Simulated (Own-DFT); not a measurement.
# Run time against the size of the problem

Wall times of single-point runs (energy, forces and, in most, stress) with one build of Own-DFT, an in-house plane-wave density functional program, since retired. Each ran alone on one NVIDIA H200 card, with norm-conserving files, no spin and no use of crystal symmetry. The k points are those left after time reversal, where it was used. Plane waves for each k point are estimated as V (2 E)^(3/2) / (6 π²) in atomic units.

```
cell,atoms,valence electrons,cutoff (hartree),volume (Å³),k mesh,k points,plane waves,time (s)
In4P4,8,72,36,202,5x5x5,63,14100,106
In33P31,64,584,36,1617,3x3x3,14,112600,1167
In49P47,96,872,36,2426,2x3x3,10,168900,2272
Ga48P48,96,864,42,1943,2x3x3,10,170500,1914
Ga49P47,96,872,42,1943,2x3x3,10,170500,2174
As32Ga24In8,64,896,42,1513,3x3x3,14,132700,1802
As30In32,62,866,42,1779,3x3x3,14,156100,2232
As32In30,62,870,42,1779,3x3x3,14,156100,2568
As32GaIn31,64,896,42,1779,3x3x3,14,156100,2220
As34In30,64,900,42,1779,3x3x3,14,156100,2297
Ga32P30,62,566,42,1295,3x3x3,14,113600,?
```

## Worked fit

Take the size N = k points x plane waves x valence electrons. A line through log(time) against log(N) has a slope of 0.91 ± 0.04 and a scatter of a factor 1.12. Part of the scatter may come from the number of self-consistent steps, which isn't shown. Times belong to this build alone.

## Withheld run

Question: how long should the last run take? Its N is 9.01e+08.

The line gives about 1200 s. It took 1050 s.
